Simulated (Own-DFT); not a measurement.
Al31GaO48 (corundum with substituted atoms, atoms displaced), Al32O47 (corundum with one vacancy, atoms displaced) (calculated)

A calculation, not a measurement: plane-wave PBE density functional theory by an unreviewed code, no spin, of a simulated periodic cell, stress positive in tension, free energy of the whole cell less one offset for each atom, defect cell not probed for a lower state with spin; oxygen file: force components 24 meV/angstrom off all-electron in one glass; forces on such cells passed a denser k mesh, this cell's mesh not checked; offsets are fitted by least squares, one for each functional and potential file, so energies compare only between cells with the same atoms and settings and are not formation energies; the far tail of each file's local potential was reset to the Coulomb form; each entry is a single point on an unrelaxed cell, so the pressure reflects the starting lattice, mostly measured values, from which strain is counted, and rises with the displacements; printed positions are rounded, which can move forces by about a meV/angstrom; the program is a retired in-house code; no spin-orbit coupling; before rounding, a Quantum ESPRESSO 7.3.1 run of the same cell and cutoff gave forces within 1 meV/angstrom rms on each cell, which checks the program and not the settings. Program: Own-DFT development build.

Common to all runs: functional PBE; potential files PseudoDojo norm-conserving, scalar-relativistic, standard set; wave cutoff 72 hartree; occupations Fermi-Dirac; smearing width 0.1 eV; k mesh 3 x 3 x 3 centred on Gamma.

(1) Al31GaO48 (corundum with substituted atoms, atoms displaced)

```cif
# cell vector a (Å): 5.4940 0.0000 8.6604
# cell vector b (Å): -2.7470 4.7579 8.6604
# cell vector c (Å): -2.7470 -4.7579 8.6604
data_Al31GaO48
_symmetry_space_group_name_H-M 'P 1'
_symmetry_Int_Tables_number 1
_cell_length_a 10.2561
_cell_length_b 10.2560
_cell_length_c 10.2560
_cell_angle_alpha 55.280
_cell_angle_beta 55.280
_cell_angle_gamma 55.280
_cell_volume 679.15
loop_
_atom_site_label
_atom_site_type_symbol
_atom_site_fract_x
_atom_site_fract_y
_atom_site_fract_z
_atom_site_occupancy
Al1 Al 0.16335 0.17980 0.18724 1
Al2 Al 0.32101 0.32909 0.32497 1
Al3 Al 0.41610 0.43198 0.42133 1
Al4 Al 0.08348 0.07269 0.05165 1
O1 O 0.27419 0.47554 0.12793 1
O2 O 0.45274 0.12484 0.28702 1
O3 O 0.10158 0.29332 0.47325 1
O4 O 0.20424 0.03907 0.36604 1
O5 O 0.02725 0.38399 0.19763 1
O6 O 0.37684 0.21145 0.04348 1
Al5 Al 0.18094 0.18325 0.67794 1
Al6 Al 0.32331 0.30544 0.83088 1
Al7 Al 0.41145 0.44987 0.92665 1
Al8 Al 0.07382 0.07929 0.56314 1
O7 O 0.29632 0.46622 0.61549 1
O8 O 0.48863 0.09844 0.77529 1
O9 O 0.13596 0.27117 0.97061 1
O10 O 0.23527 0.02004 0.87132 1
O11 O 0.04169 0.37579 0.71884 1
O12 O 0.38081 0.21832 0.52116 1
Al9 Al 0.18054 0.67108 0.15764 1
Al10 Al 0.31553 0.84235 0.32345 1
Al11 Al 0.42867 0.92439 0.42119 1
Al12 Al 0.06061 0.55598 0.07161 1
O13 O 0.29502 0.97314 0.11898 1
O14 O 0.46556 0.63649 0.28247 1
O15 O 0.12797 0.78047 0.48650 1
O16 O 0.22227 0.51495 0.37451 1
O17 O 0.03365 0.88609 0.22231 1
O18 O 0.38366 0.72541 0.01661 1
Al13 Al 0.18254 0.70292 0.65882 1
Al14 Al 0.31349 0.82507 0.83020 1
Al15 Al 0.41258 0.92912 0.94099 1
Al16 Al 0.08062 0.57421 0.57224 1
O19 O 0.27443 0.96983 0.62592 1
O20 O 0.48133 0.63020 0.76959 1
O21 O 0.13388 0.78043 0.96072 1
O22 O 0.22098 0.54224 0.86219 1
O23 O 0.01527 0.86360 0.74480 1
O24 O 0.36935 0.73165 0.52038 1
Al17 Al 0.66959 0.15598 0.19617 1
Al18 Al 0.81785 0.33481 0.32138 1
Al19 Al 0.92087 0.42521 0.41842 1
Al20 Al 0.56954 0.07075 0.07080 1
O25 O 0.79081 0.46589 0.10380 1
O26 O 0.96831 0.12944 0.27555 1
O27 O 0.62618 0.27842 0.46382 1
O28 O 0.72679 0.02341 0.38743 1
O29 O 0.50589 0.38713 0.23261 1
O30 O 0.87915 0.22157 0.02738 1
Al21 Al 0.66547 0.16632 0.67990 1
Al22 Al 0.81822 0.33176 0.82162 1
Al23 Al 0.93998 0.42759 0.91218 1
Al24 Al 0.57107 0.07233 0.57721 1
O31 O 0.77714 0.47622 0.62335 1
O32 O 0.96590 0.13108 0.78265 1
O33 O 0.61853 0.29160 0.95569 1
O34 O 0.72235 0.02935 0.87415 1
O35 O 0.52481 0.38132 0.71060 1
O36 O 0.86526 0.23502 0.52219 1
Ga1 Ga 0.67089 0.69454 0.15871 1
Al25 Al 0.82129 0.82307 0.31514 1
Al26 Al 0.91504 0.92899 0.43486 1
Al27 Al 0.58374 0.55661 0.07604 1
O37 O 0.76430 0.96347 0.13397 1
O38 O 0.98697 0.61261 0.28746 1
O39 O 0.61594 0.78970 0.47189 1
O40 O 0.72397 0.53242 0.37220 1
O41 O 0.52136 0.85993 0.23659 1
O42 O 0.85966 0.71267 0.04519 1
Al28 Al 0.67737 0.68075 0.66762 1
Al29 Al 0.82637 0.80550 0.83057 1
Al30 Al 0.93013 0.91795 0.92133 1
Al31 Al 0.57421 0.56986 0.57743 1
O43 O 0.76341 0.97656 0.61867 1
O44 O 0.98237 0.62002 0.76674 1
O45 O 0.64480 0.76825 0.96165 1
O46 O 0.73199 0.52609 0.87507 1
O47 O 0.52748 0.87098 0.72671 1
O48 O 0.85165 0.73167 0.52183 1
```

| Quantity | Value |
| --- | --- |
| free energy of cell above offsets | -44.620 eV |
| pressure | 15.13 GPa |
| stress xx | -17.42 GPa |
| stress yy | -14.58 GPa |
| stress zz | -13.38 GPa |
| stress yz | -0.94 GPa |
| stress xz | -0.09 GPa |
| stress xy | -2.49 GPa |

Force:
```tsv
element	x (eV/Å)	y (eV/Å)	z (eV/Å)
Al	1.543	2.327	-2.795
Al	-0.669	-0.872	-1.696
Al	1.078	-0.081	2.1
Al	-3.384	-1.706	1.786
O	1.098	0.223	-1.577
O	1.304	1.167	1.249
O	3.223	-1.272	0.65
O	0.139	-3.143	2.818
O	-1.239	-5.452	-1.097
O	-1.793	2.229	-1.893
Al	0.258	-0.083	-2.429
Al	1.945	2.91	2.145
Al	2.381	-0.694	-1.226
Al	-1.877	-0.26	1.804
O	-1.743	-0.889	-0.467
O	-3.985	1.242	2.291
O	-1.004	-0.089	-1.266
O	-1.261	1.35	-0.359
O	-0.273	-0.272	-0.549
O	-0.964	-0.815	-0.267
Al	-1.563	-0.991	2.701
Al	1.574	-1.379	-2.289
Al	-0.67	-1.348	0.901
Al	0.636	5.489	4.085
O	-2.314	-0.309	0.022
O	0.588	-0.6	-2.371
O	-0.984	1.999	-3.057
O	-2.511	1.106	2.175
O	1.127	-1.025	-2.323
O	-0.941	-1.97	-0.387
Al	-0.333	-4.313	-1.504
Al	4.245	2.434	1.694
Al	5.235	-0.399	-2.03
Al	0.286	0.886	-0.51
O	-0.567	0.868	-0.701
O	-1.608	-0.755	-1.094
O	-2.825	-1.395	-1.398
O	-0.32	-1.41	0.362
O	0.848	2.476	-0.217
O	1.266	0.042	2.408
Al	0.064	2.166	1.174
Al	-0.128	-0.346	-2.491
Al	-1.697	0.039	2.234
Al	0.28	0.275	1.106
O	-1.63	-2.118	1.671
O	0.096	-0.043	0.874
O	-0.834	0	0.001
O	-0.588	2.951	-3.352
O	3.664	-0.128	-1.324
O	-0.224	-0.263	-1.475
Al	0.858	1.86	1.888
Al	-0.213	-0.681	-0.091
Al	-0.613	-1.232	-1.041
Al	0.231	-0.23	-1.57
O	0.172	0.341	-0.511
O	1.086	-0.712	-0.51
O	-0.405	-1.996	0.809
O	0.09	-0.536	-0.696
O	-0.236	-2.021	-0.567
O	1.157	-1.494	-0.475
Ga	-3.142	-5.521	-2.675
Al	0.487	-2.686	1.66
Al	2.1	1.511	-0.469
Al	-0.452	1.666	0.696
O	0.563	1.253	0.285
O	-1.389	2.166	-1.873
O	0.961	0.031	-0.878
O	0.214	-0.111	-0.241
O	-2.334	4.031	3.247
O	6.233	3.519	4.026
Al	-2.246	-1.466	-0.084
Al	1.413	2.866	0.252
Al	-1.787	0.863	1.673
Al	0.256	0.745	-0.009
O	1.633	-2.528	3.424
O	-0.882	0.221	0.966
O	-3.452	0.531	-2.711
O	0.304	1.053	-1.805
O	0.031	0.679	-0.533
O	4.419	0.117	3.706
```

(2) Al32O47 (corundum with one vacancy, atoms displaced)

```cif
# cell vector a (Å): 5.4940 0.0000 8.6604
# cell vector b (Å): -2.7470 4.7579 8.6604
# cell vector c (Å): -2.7470 -4.7579 8.6604
data_Al32O47
_symmetry_space_group_name_H-M 'P 1'
_symmetry_Int_Tables_number 1
_cell_length_a 10.2561
_cell_length_b 10.2560
_cell_length_c 10.2560
_cell_angle_alpha 55.280
_cell_angle_beta 55.280
_cell_angle_gamma 55.280
_cell_volume 679.15
loop_
_atom_site_label
_atom_site_type_symbol
_atom_site_fract_x
_atom_site_fract_y
_atom_site_fract_z
_atom_site_occupancy
Al1 Al 0.17813 0.17490 0.16889 1
Al2 Al 0.32463 0.31932 0.32732 1
Al3 Al 0.42956 0.42476 0.42366 1
Al4 Al 0.06851 0.08038 0.07121 1
O1 O 0.27966 0.47337 0.12374 1
O2 O 0.47174 0.12424 0.27624 1
O3 O 0.12180 0.27954 0.47116 1
O4 O 0.22550 0.02527 0.37637 1
O5 O 0.02758 0.37665 0.22231 1
O6 O 0.37332 0.21844 0.03212 1
Al5 Al 0.17519 0.17379 0.67684 1
Al6 Al 0.32694 0.32166 0.82202 1
Al7 Al 0.42473 0.42666 0.92749 1
Al8 Al 0.07769 0.07154 0.57325 1
O7 O 0.27757 0.47192 0.62844 1
O8 O 0.47399 0.11998 0.78074 1
O9 O 0.12268 0.28114 0.96815 1
O10 O 0.22593 0.02356 0.88152 1
O11 O 0.03174 0.37375 0.72443 1
O12 O 0.37254 0.22228 0.52899 1
Al9 Al 0.17038 0.67553 0.18386 1
Al10 Al 0.32073 0.83097 0.32295 1
Al11 Al 0.42424 0.93065 0.42583 1
Al12 Al 0.07508 0.56951 0.07057 1
O13 O 0.27344 0.97453 0.12346 1
O14 O 0.47177 0.62455 0.28152 1
O15 O 0.12340 0.78223 0.47170 1
O16 O 0.22471 0.53098 0.37039 1
O17 O 0.02507 0.87761 0.22492 1
O18 O 0.37159 0.71861 0.03751 1
Al13 Al 0.17441 0.67871 0.67728 1
Al14 Al 0.32879 0.82365 0.82428 1
Al15 Al 0.43363 0.92165 0.92537 1
Al16 Al 0.06889 0.57193 0.57975 1
O19 O 0.27418 0.97465 0.62439 1
O20 O 0.47360 0.62064 0.78084 1
O21 O 0.12065 0.78189 0.97203 1
O22 O 0.22523 0.52819 0.87094 1
O23 O 0.03633 0.87186 0.71915 1
O24 O 0.37587 0.72398 0.52471 1
Al17 Al 0.67684 0.17533 0.17384 1
Al18 Al 0.82681 0.32312 0.32383 1
Al19 Al 0.93303 0.42359 0.42666 1
Al20 Al 0.56564 0.07840 0.07195 1
O25 O 0.77945 0.47666 0.12115 1
O26 O 0.97701 0.12322 0.27688 1
O27 O 0.62142 0.28211 0.46881 1
O28 O 0.72443 0.02350 0.37643 1
O29 O 0.54007 0.36454 0.22055 1
O30 O 0.86824 0.22099 0.03118 1
Al21 Al 0.67547 0.18048 0.67618 1
Al22 Al 0.82479 0.32727 0.82055 1
Al23 Al 0.91942 0.42904 0.93248 1
Al24 Al 0.57569 0.07782 0.57188 1
O31 O 0.78097 0.46769 0.62232 1
O32 O 0.96874 0.12359 0.78066 1
O33 O 0.62925 0.27856 0.96688 1
O34 O 0.72378 0.02785 0.87493 1
O35 O 0.53229 0.36920 0.72115 1
Al25 Al 0.67558 0.67318 0.17958 1
Al26 Al 0.82505 0.81930 0.32687 1
Al27 Al 0.92546 0.92627 0.42010 1
Al28 Al 0.57501 0.57792 0.07003 1
O36 O 0.77811 0.96777 0.12664 1
O37 O 0.97157 0.62848 0.27643 1
O38 O 0.62600 0.77977 0.47485 1
O39 O 0.72465 0.52376 0.37954 1
O40 O 0.52849 0.87912 0.21688 1
O41 O 0.88032 0.71774 0.02739 1
Al29 Al 0.67216 0.67731 0.67845 1
Al30 Al 0.83199 0.82190 0.82558 1
Al31 Al 0.93051 0.91990 0.93020 1
Al32 Al 0.58073 0.57120 0.56528 1
O42 O 0.77135 0.97328 0.63199 1
O43 O 0.97688 0.62845 0.77165 1
O44 O 0.62544 0.77516 0.97285 1
O45 O 0.71696 0.53153 0.87144 1
O46 O 0.53392 0.86977 0.72133 1
O47 O 0.87622 0.72063 0.53231 1
```

| Item | Value |
| --- | --- |
| free energy of cell above offsets | -56.667 eV |
| pressure | 7.16 GPa |
| stress xx | -8.06 GPa |
| stress yy | -6.78 GPa |
| stress zz | -6.64 GPa |
| stress yz | 0.16 GPa |
| stress xz | 0.23 GPa |
| stress xy | 0.7 GPa |

Force:
```tsv
element	x (eV/Å)	y (eV/Å)	z (eV/Å)
Al	-0.771	-0.807	0.423
Al	0.187	0.95	0.225
Al	-1.174	0.45	-0.085
Al	0.693	-0.707	-0.086
O	-0.184	-0.48	-0.283
O	-0.257	0.21	0.373
O	0.923	-0.439	0.943
O	-0.255	0.999	-0.255
O	0.493	-0.335	-0.533
O	-0.364	1.17	-0.256
Al	-0.293	-0.537	0.498
Al	-0.159	0.296	-0.229
Al	0.487	0.211	0.221
Al	-1.336	0.315	-0.826
O	0.61	0.432	-0.617
O	-0.474	0.632	0.205
O	-0.113	-0.272	0.418
O	0.151	1.141	-1.133
O	-0.382	-0.405	-0.855
O	0.221	-0.108	-0.034
Al	0.624	1.041	-0.329
Al	0.293	-0.652	-0.514
Al	0.759	-0.638	-0.401
Al	0.17	0.257	1.273
O	0.538	-0.197	0.609
O	0.356	0.298	0.006
O	0.159	0.002	-0.243
O	-0.207	-1.306	0.254
O	0.417	0.136	-0.476
O	0.477	0.704	-0.183
Al	1.364	0.341	-0.73
Al	-0.661	-0.555	-0.495
Al	-1.1	0.038	-0.269
Al	1.044	0.801	0.918
O	0.402	-0.398	0.806
O	-0.172	0.668	0.035
O	1.409	-0.586	0.75
O	-0.08	-0.682	0.272
O	-1.074	-0.186	0.205
O	0.415	-0.385	0.483
Al	0.373	-0.826	-0.874
Al	-0.155	-0.723	0.186
Al	-0.628	0.436	-0.965
Al	1.796	-0.449	1.047
O	-0.318	-0.864	0.299
O	-0.834	0.43	-0.041
O	0.753	-0.425	0.403
O	-0.581	0.404	0.07
O	-1.616	0.85	0.605
O	0.928	0.817	1.018
Al	2.061	-0.501	-0.246
Al	0.031	-0.529	-0.383
Al	1.205	0.957	-0.503
Al	0.233	-0.682	-0.14
O	-0.223	0.128	0.442
O	0.443	0.416	0.596
O	-0.816	-0.346	-0.538
O	0.046	-0.346	-0.088
O	-1.137	0.583	0.606
Al	-0.352	0.572	0.155
Al	-0.502	0.806	0.105
Al	-0.353	-0.92	1.284
Al	-0.476	-0.935	-0.45
O	-0.245	-0.054	0.286
O	0.291	-0.816	-0.35
O	-0.229	-0.089	-0.85
O	0.778	1.099	-0.811
O	0.128	-0.739	-0.311
O	-0.637	0.017	-0.547
Al	0.833	0.374	-0.508
Al	-0.81	0.867	-0.77
Al	-1.219	0.939	-0.112
Al	-1.68	-0.805	0.803
O	1.084	0.559	-0.285
O	-0.957	-1.201	-0.225
O	0.558	-0.019	0.594
O	0.57	-0.826	0.926
O	-1.281	0.407	0.291
O	-0.197	0.02	-0.806
```

(3) Al31GaO48 (corundum with substituted atoms, atoms displaced)

```cif
# cell vector a (Å): 5.4940 0.0000 8.6604
# cell vector b (Å): -2.7470 4.7579 8.6604
# cell vector c (Å): -2.7470 -4.7579 8.6604
data_Al31GaO48
_symmetry_space_group_name_H-M 'P 1'
_symmetry_Int_Tables_number 1
_cell_length_a 10.2561
_cell_length_b 10.2560
_cell_length_c 10.2560
_cell_angle_alpha 55.280
_cell_angle_beta 55.280
_cell_angle_gamma 55.280
_cell_volume 679.15
loop_
_atom_site_label
_atom_site_type_symbol
_atom_site_fract_x
_atom_site_fract_y
_atom_site_fract_z
_atom_site_occupancy
Al1 Al 0.16114 0.16780 0.18550 1
Al2 Al 0.32279 0.32259 0.32848 1
Al3 Al 0.42107 0.43205 0.42999 1
Al4 Al 0.08849 0.09271 0.05104 1
O1 O 0.28344 0.45741 0.12617 1
O2 O 0.46450 0.13902 0.27654 1
O3 O 0.12172 0.28673 0.47062 1
O4 O 0.21715 0.02514 0.38328 1
O5 O 0.01569 0.37693 0.22711 1
O6 O 0.37927 0.20591 0.03203 1
Al5 Al 0.18682 0.18347 0.66855 1
Al6 Al 0.32426 0.31688 0.82006 1
Al7 Al 0.44706 0.41469 0.92796 1
Al8 Al 0.04708 0.06755 0.59024 1
O7 O 0.28077 0.48142 0.62930 1
O8 O 0.47079 0.13159 0.77427 1
O9 O 0.14112 0.29078 0.96608 1
O10 O 0.21915 0.03754 0.86546 1
O11 O 0.03465 0.35420 0.72045 1
O12 O 0.38020 0.21754 0.54082 1
Al9 Al 0.17479 0.67332 0.17524 1
Al10 Al 0.32393 0.80919 0.32673 1
Al11 Al 0.42471 0.92828 0.42005 1
Al12 Al 0.06199 0.57389 0.07310 1
O13 O 0.28054 0.96653 0.12105 1
O14 O 0.45895 0.62139 0.29972 1
O15 O 0.13829 0.76933 0.47477 1
O16 O 0.22132 0.53836 0.35834 1
O17 O 0.02036 0.87133 0.23200 1
O18 O 0.37714 0.72700 0.03281 1
Al13 Al 0.18414 0.68225 0.65193 1
Al14 Al 0.32255 0.81059 0.83077 1
Ga1 Ga 0.42996 0.93639 0.91596 1
Al15 Al 0.07674 0.56565 0.58456 1
O19 O 0.26655 0.97225 0.63082 1
O20 O 0.48414 0.61707 0.79013 1
O21 O 0.12730 0.77629 0.97335 1
O22 O 0.22591 0.53732 0.85914 1
O23 O 0.03596 0.88244 0.71197 1
O24 O 0.35986 0.72474 0.53426 1
Al16 Al 0.66605 0.18991 0.16742 1
Al17 Al 0.84247 0.31829 0.32951 1
Al18 Al 0.93470 0.41110 0.41503 1
Al19 Al 0.58199 0.05985 0.07642 1
O25 O 0.78062 0.46540 0.12336 1
O26 O 0.95636 0.12089 0.28695 1
O27 O 0.63345 0.27401 0.47143 1
O28 O 0.71678 0.03770 0.37461 1
O29 O 0.53737 0.38067 0.21475 1
O30 O 0.88329 0.21984 0.01554 1
Al20 Al 0.66864 0.18699 0.67300 1
Al21 Al 0.82294 0.31390 0.82991 1
Al22 Al 0.92264 0.42313 0.93357 1
Al23 Al 0.54907 0.08492 0.58482 1
O31 O 0.77607 0.47482 0.62894 1
O32 O 0.98470 0.10758 0.78336 1
O33 O 0.63112 0.27502 0.97226 1
O34 O 0.71611 0.02957 0.88546 1
O35 O 0.54885 0.36135 0.70785 1
O36 O 0.87379 0.24086 0.52382 1
Al24 Al 0.67803 0.66781 0.18213 1
Al25 Al 0.85160 0.80556 0.30929 1
Al26 Al 0.92433 0.91832 0.42533 1
Al27 Al 0.56939 0.59091 0.06553 1
O37 O 0.78220 0.97035 0.12474 1
O38 O 0.95888 0.64025 0.27464 1
O39 O 0.62837 0.76341 0.47501 1
O40 O 0.72044 0.53224 0.36426 1
O41 O 0.53325 0.86771 0.22158 1
O42 O 0.86536 0.72253 0.02205 1
Al28 Al 0.68242 0.66083 0.67311 1
Al29 Al 0.82792 0.82504 0.81514 1
Al30 Al 0.94164 0.92111 0.92147 1
Al31 Al 0.59244 0.57443 0.56272 1
O43 O 0.78752 0.96181 0.62451 1
O44 O 0.97662 0.62389 0.77818 1
O45 O 0.61403 0.78122 0.97515 1
O46 O 0.72546 0.52673 0.86297 1
O47 O 0.54078 0.86942 0.71622 1
O48 O 0.87474 0.71896 0.53129 1
```

| Item | Value |
| --- | --- |
| free energy of cell above offsets | -43.269 eV |
| pressure | 15.79 GPa |
| stress xx | -16.84 GPa |
| stress yy | -16.15 GPa |
| stress zz | -14.38 GPa |
| stress yz | -2.21 GPa |
| stress xz | 1.12 GPa |
| stress xy | 1.13 GPa |

Force:
```tsv
element	x (eV/Å)	y (eV/Å)	z (eV/Å)
Al	2.77	-0.399	2.612
Al	-0.428	1.444	-0.29
Al	2.001	-0.481	-0.173
Al	-1.072	-2.537	-2.355
O	-1.331	0.978	0.28
O	1.534	-1.593	-1.087
O	0.57	-0.054	0.067
O	-0.541	1.411	-1.079
O	2.884	1.258	0.317
O	-0.166	0.706	0.574
Al	0.888	-2.252	-4.449
Al	0.878	1.95	4.947
Al	-2.591	1.078	-2.587
Al	2.95	4.191	4.404
O	1.739	-0.581	-3.868
O	0.798	1.026	0.067
O	-4.178	-2.726	-4.086
O	0.329	-0.976	0.753
O	-2.51	2.812	3.702
O	-3.893	4.663	-2.383
Al	0.64	1.42	0.271
Al	-0.73	2.62	2.624
Al	-1.128	-1.151	0.571
Al	2.434	1.38	0.258
O	-2.811	-0.56	1.049
O	3.252	1.154	-0.686
O	-2.584	1.579	-3.714
O	-0.114	-3.77	1.894
O	2.283	1.371	0.528
O	-1.59	-0.227	-2.97
Al	-3.39	-4.15	2.576
Al	1.014	2.333	1.087
Ga	0.152	-1.154	-1.397
Al	-0.857	0.86	-1.667
O	2.009	0.221	0.924
O	-0.669	-0.238	-1.996
O	-0.052	-1.299	-0.276
O	-0.558	-1.567	1.098
O	-0.969	-5.564	-3.369
O	4.642	1.718	3.32
Al	1.322	-3.117	1.819
Al	-3.786	0.085	-6.018
Al	-1.858	1.385	6.145
Al	-1.446	0.016	0.375
O	-0.897	-0.021	1.162
O	2.119	2.047	2.124
O	-0.853	0.341	0.047
O	-0.363	-0.22	-0.715
O	-1.579	-0.07	-0.164
O	-0.391	-0.6	1.422
Al	4.174	-2.812	-2.351
Al	1.997	1.288	0.529
Al	-0.055	1.473	-0.839
Al	8.113	-1.711	1.378
O	2.482	-0.602	-2.152
O	-2.15	2.047	-0.09
O	0.339	-0.554	-0.363
O	2.608	1.959	-1.856
O	-5.35	2.397	3.924
O	-0.261	-3.108	-2.237
Al	-0.571	2.149	-1.469
Al	-10.27	3.533	4.556
Al	-1.417	-0.011	-0.666
Al	1.759	-1.793	-0.885
O	0.08	0.049	-0.608
O	8.221	-4.669	-6.096
O	-0.407	2.037	0.535
O	0.58	-2.314	1.649
O	-0.93	-0.407	0.173
O	1.378	-0.313	1.561
Al	-1.101	2.226	2.409
Al	-0.815	-0.933	0.53
Al	-2.144	-0.436	-0.947
Al	-1.945	-1.212	-2.103
O	-0.979	0.719	1.083
O	0.07	-0.486	-1.188
O	2.69	-1.115	1.965
O	-0.153	-2.043	2.387
O	-1.065	0.342	-0.665
O	1.245	-0.441	0.15
```

(4) Al31GaO48 (corundum with substituted atoms, atoms displaced)

```cif
# cell vector a (Å): 5.4940 0.0000 8.6604
# cell vector b (Å): -2.7470 4.7579 8.6604
# cell vector c (Å): -2.7470 -4.7579 8.6604
data_Al31GaO48
_symmetry_space_group_name_H-M 'P 1'
_symmetry_Int_Tables_number 1
_cell_length_a 10.2561
_cell_length_b 10.2560
_cell_length_c 10.2560
_cell_angle_alpha 55.280
_cell_angle_beta 55.280
_cell_angle_gamma 55.280
_cell_volume 679.15
loop_
_atom_site_label
_atom_site_type_symbol
_atom_site_fract_x
_atom_site_fract_y
_atom_site_fract_z
_atom_site_occupancy
Al1 Al 0.19848 0.15562 0.17195 1
Al2 Al 0.33121 0.32327 0.32903 1
Al3 Al 0.43276 0.42974 0.42687 1
Al4 Al 0.07600 0.07621 0.06046 1
O1 O 0.26317 0.49542 0.10894 1
O2 O 0.47917 0.12416 0.25121 1
O3 O 0.13327 0.28922 0.46261 1
O4 O 0.20939 0.04429 0.36727 1
O5 O 0.03005 0.37871 0.22616 1
O6 O 0.37003 0.22652 0.03745 1
Al5 Al 0.17785 0.17979 0.67768 1
Al6 Al 0.33024 0.31893 0.82880 1
Al7 Al 0.42668 0.42372 0.92360 1
Al8 Al 0.07564 0.06234 0.57841 1
O7 O 0.27803 0.46438 0.61268 1
O8 O 0.47771 0.11827 0.78449 1
O9 O 0.12852 0.26564 0.97324 1
O10 O 0.21976 0.01974 0.88176 1
O11 O 0.03822 0.38172 0.70808 1
O12 O 0.36709 0.23241 0.53042 1
Al9 Al 0.17381 0.68555 0.17194 1
Al10 Al 0.30519 0.82416 0.33728 1
Al11 Al 0.43603 0.92830 0.41896 1
Al12 Al 0.07751 0.57021 0.06240 1
O13 O 0.26288 0.96929 0.13859 1
O14 O 0.46407 0.62029 0.27810 1
O15 O 0.12859 0.77672 0.47525 1
O16 O 0.20149 0.54291 0.38776 1
O17 O 0.04016 0.87926 0.20791 1
O18 O 0.37927 0.71527 0.03287 1
Al13 Al 0.18772 0.66684 0.66361 1
Al14 Al 0.33290 0.81182 0.82651 1
Al15 Al 0.43011 0.93052 0.91900 1
Al16 Al 0.07769 0.57457 0.57436 1
O19 O 0.25999 0.98924 0.61643 1
O20 O 0.45719 0.63453 0.80067 1
O21 O 0.12638 0.77151 0.97500 1
O22 O 0.21304 0.52640 0.87620 1
O23 O 0.03433 0.86301 0.72942 1
O24 O 0.39196 0.73131 0.52280 1
Al17 Al 0.68801 0.16855 0.17471 1
Al18 Al 0.82323 0.33144 0.32737 1
Al19 Al 0.92174 0.41680 0.43872 1
Al20 Al 0.57570 0.05401 0.09310 1
O25 O 0.77987 0.48905 0.10077 1
O26 O 0.98270 0.11684 0.26961 1
O27 O 0.61653 0.27549 0.46890 1
O28 O 0.72508 0.02853 0.36946 1
O29 O 0.53181 0.37415 0.22652 1
O30 O 0.86662 0.22559 0.03736 1
Al21 Al 0.67163 0.15732 0.69428 1
Al22 Al 0.83517 0.33238 0.80705 1
Al23 Al 0.92222 0.42817 0.93430 1
Al24 Al 0.55533 0.07714 0.58721 1
O31 O 0.77071 0.48005 0.61288 1
O32 O 0.98599 0.12235 0.77545 1
O33 O 0.64224 0.27919 0.95600 1
O34 O 0.72984 0.01493 0.88654 1
O35 O 0.51438 0.39556 0.72585 1
O36 O 0.88036 0.22777 0.51712 1
Al25 Al 0.70216 0.67120 0.16104 1
Ga1 Ga 0.83193 0.82046 0.31027 1
Al26 Al 0.92934 0.92880 0.42486 1
Al27 Al 0.57782 0.56598 0.07448 1
O37 O 0.77003 0.99136 0.11513 1
O38 O 0.96091 0.63381 0.28408 1
O39 O 0.63421 0.79424 0.44765 1
O40 O 0.71370 0.52030 0.38307 1
O41 O 0.52684 0.87767 0.21511 1
O42 O 0.87802 0.73441 0.01115 1
Al28 Al 0.67088 0.68143 0.67442 1
Al29 Al 0.83562 0.82405 0.82117 1
Al30 Al 0.91100 0.92857 0.93592 1
Al31 Al 0.57465 0.57800 0.57319 1
O43 O 0.78145 0.96905 0.62225 1
O44 O 0.96367 0.63180 0.78265 1
O45 O 0.61215 0.78979 0.97681 1
O46 O 0.72736 0.53855 0.87503 1
O47 O 0.52593 0.86909 0.72562 1
O48 O 0.85823 0.73264 0.53060 1
```

| Quantity | Value |
| --- | --- |
| stress zz | withheld |
| stress yy | withheld |

To be estimated
1. Give the missing stress zz for Al31GaO48 (corundum with substituted atoms, atoms displaced) (entry 4).
2. Estimate the stress yy of Al31GaO48 (corundum with substituted atoms, atoms displaced) (entry 4).

## Answers
1. -13.48 GPa
2. -15.4 GPa

Further results for Al31GaO48 (corundum with substituted atoms, atoms displaced) (entry 4):

| Quantity | Value |
| --- | --- |
| free energy of cell above offsets | -44.451 eV |
| pressure | 15.16 GPa |
| stress xx | -16.62 GPa |
| stress yz | -1.05 GPa |
| stress xz | 1.69 GPa |
| stress xy | -0.06 GPa |

Force:
```tsv
element	x (eV/Å)	y (eV/Å)	z (eV/Å)
Al	-3.509	2.029	-1.376
Al	-0.585	1.875	-1.312
Al	0.027	1.203	-2.355
Al	-1.816	-1.591	1.464
O	2.142	-3.173	1.399
O	-4.076	-1.552	4.469
O	-1.147	-0.634	-0.785
O	1.155	-3.759	1.209
O	-0.331	0.461	-1.789
O	2.125	1.139	-0.929
Al	0.067	0.009	-1.844
Al	-1.928	0.609	-0.743
Al	-0.759	-1.024	2.591
Al	-0.41	1.129	0.411
O	-1.795	-2.019	4.546
O	-0.89	1.113	0.356
O	0.406	1.852	0.881
O	1.898	1.83	-0.068
O	-1.935	-2.097	-0.648
O	1.27	-1.219	-0.336
Al	0.929	-1.42	-0.767
Al	4.551	2.647	0.927
Al	-1.661	0.416	-0.446
Al	-1.178	-0.673	2.352
O	3.14	0.697	-0.109
O	-0.308	0.957	2.234
O	-1.979	-1.18	-0.753
O	3.5	1.971	-2.189
O	-1.237	-0.657	0.133
O	-0.305	0.801	0.036
Al	-1.524	-1.228	1.911
Al	-6.247	2.222	1.788
Al	-1.34	-3.985	-0.851
Al	-2.665	0.223	-1.03
O	3.733	-1.588	1.855
O	6.882	-1.065	-3.921
O	-1.497	2.061	-0.382
O	1.895	1.103	-1.451
O	0.404	1.734	-0.268
O	-2.354	-0.711	-2.851
Al	-1.796	1.185	-0.312
Al	1.798	-0.789	-2.006
Al	2.869	2.76	0.826
Al	1.03	4.678	-0.986
O	-2.279	-3.621	3.603
O	-2.664	0.525	1.27
O	1.496	-1.345	2.623
O	-1.522	-0.246	1.054
O	-0.037	-0.701	-1.858
O	2.155	1.812	0.728
Al	1.549	2.255	1.177
Al	-0.921	-1.321	0.129
Al	2.901	1.324	-1.705
Al	3.282	1.685	-0.796
O	-1.293	-1.542	2.207
O	-2.029	0.271	-0.805
O	-1.54	0.774	-0.444
O	-1.513	2.797	-1.576
O	1.777	-1.391	-2.44
O	-1.154	-3.032	-0.43
Al	-3.828	-0.302	-1.541
Ga	-2.014	2.044	3.452
Al	-0.517	0.788	-1.961
Al	-1.893	1.161	0.593
O	2.054	-1.218	-0.312
O	4.463	-2.434	-3.293
O	-3.377	-3.558	-1.453
O	0.3	1.775	-0.23
O	0.359	-2.506	-1.095
O	0.294	-3.226	0.919
Al	0.828	-0.4	0.872
Al	-0.769	0.325	-2.094
Al	3.504	0.976	2.586
Al	0.643	0.649	0.009
O	-1.258	-0.367	1.351
O	2.514	-0.258	-0.8
O	1.979	0.212	0.914
O	1.062	0.839	-2.633
O	-1.151	1.861	0.942
O	2.049	-0.942	2.157
```
